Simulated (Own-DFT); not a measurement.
# Biaxial strain at fixed height in wurtzite AlN, 72 atoms (Al36N36)

No measurement is shown. These are fixed-geometry runs of a retired plane-wave code named Own-DFT, which no person has reviewed; spin and spin-orbit coupling are neglected.

Common settings: PBE; PseudoDojo norm-conserving scalar-relativistic files; cutoff 42 hartree; 4 x 4 x 3 k mesh centred on Gamma; Gaussian smearing of 0.01 eV.

Known weak points: k mesh not checked against a denser one; stress not checked against mesh or cutoff.

Unstrained cell vectors in Å: (9.336, 0.000, 0.000); (-4.668, 8.085, 0.000); (0.000, 0.000, 9.964). The unstrained cell has measured lattice constants (interpolated for alloys), not those of this functional. That, the random moves and any unrelaxed bonds set the pressure at no strain. Each run strains x and y alike by e, as a substrate would, and holds the height along z. All atoms carry random offsets, Gaussian with a width of 0.05 Å per axis. Stress is positive in tension.

```
e (%),u (Å),(s_xx + s_yy)/2 (GPa),s_zz (GPa)
-3.00,0.046,-25.88,-9.38
-2.75,0.049,-23.44,-10.94
-2.25,0.049,?,?
-2.00,0.052,-17.96,-9.74
-1.25,0.048,-12.75,-8.53
-0.50,0.049,-7.97,-7.68
0.75,0.045,-1.39,-3.14
1.75,0.049,4.02,-2.46
2.00,0.051,4.63,-2.56
2.75,0.044,8.79,-1.81
```

## Analysis

With e as a fraction, the in-plane stress is -5.2 + 581 e - 3183 e² GPa (errors 6 and 427, scatter 0.38), and s_zz is -5.8 + 166 e GPa (slope ± 16, scatter 0.98). At e = 0 the first slope is C11 + C12 and the second 2 C13, both with the ions held to the strained lattice and at the cell's own pressure. The term in e² is negative: the layer stiffens under compression and softens under tension. A free layer would change its height as e changes, and the in-plane slope would drop by 2 C13²/C33 to the biaxial modulus. At fixed height, a misfit of 1 % moves the in-plane stress by about 5.8 GPa and s_zz by 1.7 GPa.

## Prediction

Asked: what are the two stresses at e = -2.25 %?

The fit gives -19.9 and -9.6 GPa. The hidden result is -20.03 and -9.69 GPa.
